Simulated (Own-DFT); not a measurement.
# A layer strained by its substrate: wurtzite AlN, 72 atoms (Al36N36)

The numbers are computed, not measured, by runs of the plane-wave DFT program Own-DFT (in-house, retired, unreviewed) at fixed positions, with no spin and no spin-orbit coupling.

Method: PBE; PseudoDojo norm-conserving scalar-relativistic files; cutoff 42 hartree; 3 x 3 x 2 k mesh centred on Gamma; Fermi-Dirac smearing of 0.1 eV.

Caveats: forces on such cells moved up to 12 meV/angstrom on a denser k mesh; stress not checked against mesh or cutoff.

Unstrained cell vectors in Å: (9.336, 0.000, 0.000); (-4.668, 8.085, 0.000); (0.000, 0.000, 9.964). The unstrained cell has measured lattice constants (interpolated for alloys), not those of this functional. That, the random moves and any unrelaxed bonds set the pressure at no strain. Each run strains x and y alike by e, as a substrate would, and holds the height along z. Each coordinate of each atom was shifted by a normal deviate of width 0.05 Å. Stress is positive in tension.

| e (%) | u (Å) | (s_xx + s_yy)/2 (GPa) | s_zz (GPa) |
|---|---|---|---|
| -2.00 | 0.052 | -18.96 | -8.36 |
| -1.75 | 0.047 | -16.79 | -7.76 |
| -1.25 | 0.048 | -13.20 | -6.87 |
| -0.75 | 0.046 | -10.49 | -5.27 |
| 0.75 | 0.053 | -2.66 | -2.24 |
| 1.25 | 0.051 | 1.68 | -3.78 |
| 1.50 | 0.049 | ? | ? |
| 1.75 | 0.049 | 4.36 | -3.93 |
| 2.00 | 0.049 | 5.13 | -2.99 |
| 2.75 | 0.045 | 9.57 | -4.24 |

## Worked fit

With e as a fraction, the in-plane stress is -6.1 + 598 e - 1067 e² GPa (errors 12 and 1002, scatter 0.57), and s_zz is -4.0 + 129 e - 5107 e² GPa (slope ± 14, scatter 0.63). At e = 0 the first slope is C11 + C12 and the second 2 C13, both with the ions held to the strained lattice and at the cell's own pressure. A free layer would change its height as e changes, and the in-plane slope would drop by 2 C13²/C33 to the biaxial modulus. At fixed height, a misfit of 1 % moves the in-plane stress by about 6.0 GPa and s_zz by 1.3 GPa.

## Check

Q: what are the two stresses at e = 1.50 %?

Estimate: 2.6 and -3.2 GPa. The run itself gave 2.51 and -4.00 GPa.
